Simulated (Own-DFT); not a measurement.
# What a defect does to the pressure of its cell: zincblende GaP

Everything here is calculated. The program is Own-DFT (plane waves, in-house, since retired, never reviewed by a person); positions were held fixed, and spin and spin-orbit coupling were off.

Method: PBE; PseudoDojo norm-conserving scalar-relativistic files; cutoff 42 hartree; 2 x 3 x 3 k mesh centred on Gamma; Fermi-Dirac smearing of 0.1 eV.

Limits (not all hold for every row): not probed for a lower state with spin; forces on such cells failed a check on a denser k mesh; forces on such cells moved up to 12 meV/angstrom on a denser k mesh; forces on such cells passed a denser k mesh, each cell not checked; stress not checked against mesh or cutoff.

All runs share one cell, with vectors in Å (16.352, 0.000, 0.000); (0.000, 10.901, 0.000); (0.000, 0.000, 10.901) and a volume of 1943.1 Å³. u is the rms random offset of the atoms per axis. The defect's site can differ from row to row.

```
                                     cell  formula   u (Å)  P (GPa)
                                no defect  Ga48P48  0.0187     2.71
                                no defect  Ga48P48  0.0191     2.71
                                no defect  Ga48P48  0.0472     3.23
one Ga on a P site and one P on a Ga site  Ga48P48  0.0292     2.92
one Ga on a P site and one P on a Ga site  Ga48P48  0.0293     2.92
one Ga on a P site and one P on a Ga site  Ga48P48  0.0474     3.25
                  two P on a Ga site each  Ga46P50  0.0291     2.95
                  two P on a Ga site each  Ga46P50  0.0510     3.36
                  two P on a Ga site each  Ga46P50  0.0514     3.36
                          two P vacancies  Ga48P46  0.0287     2.36
                          two P vacancies  Ga48P46  0.0298     2.53
                          two P vacancies  Ga48P46  0.0476     2.91
                          two P vacancies  Ga48P46  0.0531        ?
```

## What the rows give

P = P0 + c u² + a shift for each defect gives P0 = 2.62 GPa, c = 268 ± 21 GPa/Å² and a scatter of 0.05 GPa. The shifts, and each times the cell's volume:

- two P on a Ga site each: 0.06 ± 0.05 GPa, 0.7 eV (0.4 eV for each of its 2 sites) (not resolved)
- one Ga on a P site and one P on a Ga site: 0.06 ± 0.05 GPa, 0.7 eV (not resolved)
- two P vacancies: -0.38 ± 0.05 GPa, -4.6 eV (-2.3 eV for each of its 2 sites)

Against the defect-free cell, a freed cell would be larger where the shift is positive and smaller where it is negative (160.2 GPa Å³ is 1 eV). The atoms around the defects weren't relaxed, which would change these numbers.

## The run left out

Asked: what pressure belongs in the blank (two P vacancies, u = 0.0531 Å)?

The fit gives 3.00 ± 0.07 GPa. The hidden result is 2.73 GPa. That is outside the usual scatter, by luck or through something left out of the fit.
